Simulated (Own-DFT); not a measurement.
# How strain changes the stress of diamond-structure SiGeSn with randomly placed atoms, 64 atoms (Ge44Si16Sn4)

Calculated results; nothing here was measured. The program, named Own-DFT, is a retired in-house plane-wave density functional code that no person has reviewed. Each row is one single-point run on a periodic cell that was not relaxed, without spin or spin-orbit coupling.

Settings of every run: PBE; PseudoDojo norm-conserving scalar-relativistic files; cutoff 49 hartree; 3 x 3 x 3 k mesh centred on Gamma; Fermi-Dirac smearing of 0.1 eV.

Known limits: forces on such cells moved up to 12 meV/angstrom on a denser k mesh; stress not checked against mesh or cutoff.

Unstrained cell vectors in Å: (11.306, 0.000, 0.000); (0.000, 11.306, 0.000); (0.000, 0.000, 11.306). The unstrained cell has measured lattice constants (interpolated for alloys), not those of this functional. That, the random moves and any unrelaxed bonds set the pressure at no strain. Each run strains this cell uniformly, with the atoms carried along. Every atom was also moved at random, by a Gaussian of width 0.05 Å on each axis. The random placing of the alloy's atoms differs from row to row. Strain is the symmetric tensor, in per cent. Stress is positive in tension, and the pressure is minus a third of its trace.

```
run,e_xx (%),e_yy (%),e_zz (%),s_xx (GPa),s_yy (GPa),s_zz (GPa),P (GPa),E (meV/atom)
1,0.25,0.25,0.00,-3.68,-3.91,-4.12,3.90,4.0
2,-2.25,-2.25,0.00,-8.93,-8.87,-7.07,8.29,39.8
3,-2.75,-2.75,0.00,-9.64,-9.79,-7.57,9.00,34.1
4,0.75,0.75,0.00,-2.81,-3.00,-3.56,3.12,0.0
5,-3.00,-3.00,0.00,-10.82,-10.80,-8.61,10.08,77.7
6,-1.00,-1.00,0.00,-6.36,-6.33,-5.45,6.05,28.3
7,0.50,0.50,0.00,-3.51,-3.55,-3.88,3.65,14.6
8,-1.25,-1.25,0.00,-6.83,-6.75,-5.79,6.46,26.1
9,-1.75,-1.75,0.00,?,?,?,?,?
```

E is the free energy for each atom above the lowest run shown.

## Worked fit

The change of volume is close to e_xx + e_yy + e_zz. A straight line through the runs shown gives P = 4.40 - 89 x (fractional change of volume) GPa, with an error of 3 on the slope and a scatter of 0.22 GPa. The strain isn't the same on all axes, but the crystal is cubic, so the slope still estimates the bulk modulus, averaged over pressures from 3.1 to 10.1 GPa.

## Withheld run

Question: what pressure should run 9 give? Its volume changes by -3.47 %.

The line gives 7.5 GPa. The calculation gave 7.45 GPa.
